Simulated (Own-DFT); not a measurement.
# Strain and stress in wurtzite AlN, 72 atoms (Al36N36)

All numbers below are calculated, not measured. The program, named Own-DFT, is a retired in-house plane-wave density functional code that no person has reviewed. Each row is one single-point run on a periodic cell that was not relaxed, without spin or spin-orbit coupling.

Settings of every run: PBE; PseudoDojo norm-conserving scalar-relativistic files; cutoff 42 hartree; 4 x 4 x 3 k mesh centred on Gamma; Gaussian smearing of 0.01 eV.

Known limits: k mesh not checked against a denser one; stress not checked against mesh or cutoff.

Unstrained cell vectors in Å: (9.336, 0.000, 0.000); (-4.668, 8.085, 0.000); (0.000, 0.000, 9.964). The unstrained cell has measured lattice constants (interpolated for alloys), not those of this functional. That, the random moves and any unrelaxed bonds set the pressure at no strain. Each run strains this cell uniformly, with the atoms carried along. Every atom was also moved at random, by a Gaussian of width 0.05 Å on each axis. Strain is the symmetric tensor, in per cent. Stress is positive in tension, and the pressure is minus a third of its trace.

```
run  e_xx (%)  e_yy (%)  e_zz (%)  e_yz (%)  e_xz (%)  e_xy (%)  s_xx (GPa)  s_yy (GPa)  s_zz (GPa)  s_yz (GPa)  s_xz (GPa)  s_xy (GPa)  P (GPa)  E (meV/atom)
  1     -1.80      1.77     -0.63      0.52      0.22     -1.97      -13.19       -1.55       -9.11        2.58        0.87       -6.01     7.95          46.6
  2      1.02      0.33      1.68     -0.66     -0.32      0.11        0.56       -2.25        3.43       -1.79       -0.08        1.12    -0.58           0.0
  3      0.22      0.96     -1.98     -0.30      0.86      1.55       -4.39       -1.77      -15.70       -0.71        2.13        3.69     7.29          20.1
  4      1.92      0.40      1.89     -1.16      1.74      0.61        3.55        0.95        4.12       -1.99        3.32        1.12    -2.87           0.7
  5     -0.17     -1.50      1.44      0.99     -1.01     -1.20       -8.10      -12.14       -0.25        3.15       -2.97       -4.33     6.83          25.3
  6      1.73     -1.99      1.80     -0.15      1.34      0.10        2.13      -12.30        2.14       -1.16        3.51        0.20     2.68           9.9
  7     -1.06     -1.64      1.29      0.27      0.07     -1.94      -13.54      -14.81       -1.34        1.76        0.78       -7.49     9.90          45.9
  8      0.15      0.92     -0.77     -0.91      0.58     -1.88       -4.64       -2.05       -7.56       -1.35        1.85       -7.26     4.75           7.2
  9     -1.22      1.55     -0.66     -0.18     -1.40      1.58       -9.26       -0.74       -9.70       -0.81       -3.09        6.22     6.56          20.8
 10      0.99      1.41      1.46     -0.40      1.98      0.45        0.80        2.45        1.76       -0.59        4.72        1.45    -1.67          20.4
 11      0.10     -1.04      0.40     -0.72      0.03     -1.36       -4.80      -10.39       -3.94       -2.21       -0.22       -3.91     6.38           2.6
 12      0.30     -0.44      0.64      0.01     -0.67     -1.85       -3.80       -7.27       -3.88        0.36       -2.20       -6.38     4.98          12.9
 13      1.45     -0.68      0.61     -1.46      0.43      0.55        1.54       -7.61       -2.37       -3.08        0.82        1.63     2.81           7.5
 14     -1.84      1.87      1.04     -0.03      1.17      1.84       -9.27       -0.50       -1.54        0.50        2.71        3.79     3.77          21.9
 15     -1.67     -1.52     -1.31     -1.31      0.53      0.18      -15.90      -15.62      -17.68       -3.55        1.98       -0.26    16.40          51.9
 16     -1.02     -0.47     -1.19      1.23     -0.40     -1.64      -12.96      -11.43      -10.91        2.27       -1.15       -6.22    11.77          32.0
 17      0.19      0.09     -0.71      0.53     -1.25     -0.37       -5.06       -5.76       -8.68        0.81       -2.95       -1.00     6.50          10.9
 18     -0.99     -0.79     -0.73     -1.55     -0.05     -1.20           ?           ?           ?           ?           ?           ?        ?             ?
```

E is the free energy for each atom above the lowest run shown.

## Worked fit

Each stress component was fitted by least squares to a constant and the strains of the runs shown, as fractions, with shears doubled. Shear strains stay in the fit of a normal stress only where such slopes are resolved. The slopes, in GPa:

```
stress  at no strain  per e_xx  per e_yy  per e_zz  scatter
  s_xx          -5.7  468 ± 27  127 ± 23   60 ± 27     1.15
  s_yy          -6.1  164 ± 16  461 ± 14   44 ± 16     0.67
  s_zz          -6.1   83 ± 29   72 ± 25  479 ± 29     1.23
```

Each shear stress against twice its own strain: yz 112 ± 12, xz 120 ± 8, xy 159 ± 9 GPa. These are stiffnesses along x, y and z of the frame in which the cell vectors are given, which need not be the crystal's axes. The atoms are held to the strained lattice; where symmetry lets them move under strain, relaxing them would lower some slopes. The table should be nearly symmetric about its diagonal, and what it lacks of that shows the noise. A ninth of its sum, 218 ± 5 GPa, estimates the bulk modulus near the mean pressure of these runs, 5.5 GPa, so it lies above the value at zero pressure.

## Withheld run

Question: what normal stresses and pressure should run 18 give?

The fit gives s_xx = -11.7, s_yy = -11.7, s_zz = -11.1 and P = 11.5 GPa. The calculation gave -9.23, -16.51, -9.37 and P = 11.70 GPa. This run lies off the fit, by chance or by something that the fit leaves out.
